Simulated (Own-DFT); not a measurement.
# What a defect does to the pressure of its cell: C11b WSi2

No measurement is shown. These are fixed-geometry runs of a retired plane-wave code named Own-DFT, which no person has reviewed; spin and spin-orbit coupling are neglected.

Method: PBE; PseudoDojo norm-conserving scalar-relativistic files; cutoff 50 hartree; 5 x 5 x 5 k mesh centred on Gamma; cold (Marzari-Vanderbilt) smearing of 0.2 eV.

Known weak points: forces on such cells failed a check on a denser k mesh; stress not checked against mesh or cutoff.

All runs share one cell, with vectors in Å (-2.148, -5.953, 3.409); (-6.444, 2.976, 1.136); (-2.553, -2.948, -6.757) and a volume of 403.2 Å³. The atoms are randomly displaced, by u rms on each axis. The defect's site can differ from row to row.

```
              cell  formula   u (Å)  P (GPa)
         no defect  Si20W10  0.0199     4.32
         no defect  Si20W10  0.0208     4.38
         no defect  Si20W10  0.0474     5.81
     one W vacancy   Si20W9  0.0295     3.29
     one W vacancy   Si20W9  0.0346     3.98
     one W vacancy   Si20W9  0.0480     4.81
     one W vacancy   Si20W9  0.0481        ?
    one Si vacancy  Si19W10  0.0282     3.16
    one Si vacancy  Si19W10  0.0308     3.25
    one Si vacancy  Si19W10  0.0472     4.30
one W on a Si site  Si19W11  0.0313     9.70
one W on a Si site  Si19W11  0.0458    10.81
one W on a Si site  Si19W11  0.0494    11.36
one Si on a W site   Si21W9  0.0312     6.26
one Si on a W site   Si21W9  0.0326     6.53
one Si on a W site   Si21W9  0.0503     7.05
```

## Analysis

P = P0 + c u² + a shift for each defect gives P0 = 4.02 GPa, c = 802 ± 84 GPa/Å² and a scatter of 0.23 GPa. The shifts, and each times the cell's volume:

- one W on a Si site: 5.13 ± 0.20 GPa, 12.9 eV
- one Si on a W site: 1.38 ± 0.19 GPa, 3.5 eV
- one W vacancy: -1.16 ± 0.19 GPa, -2.9 eV
- one Si vacancy: -1.51 ± 0.19 GPa, -3.8 eV

Against the defect-free cell, a freed cell would be larger where the shift is positive and smaller where it is negative (160.2 GPa Å³ is 1 eV). The atoms around the defects weren't relaxed, which would change these numbers.

## Withheld run

Asked: what pressure belongs in the blank (one W vacancy, u = 0.0481 Å)?

From the fit: 4.72 ± 0.27 GPa. The calculation gave 4.22 GPa.
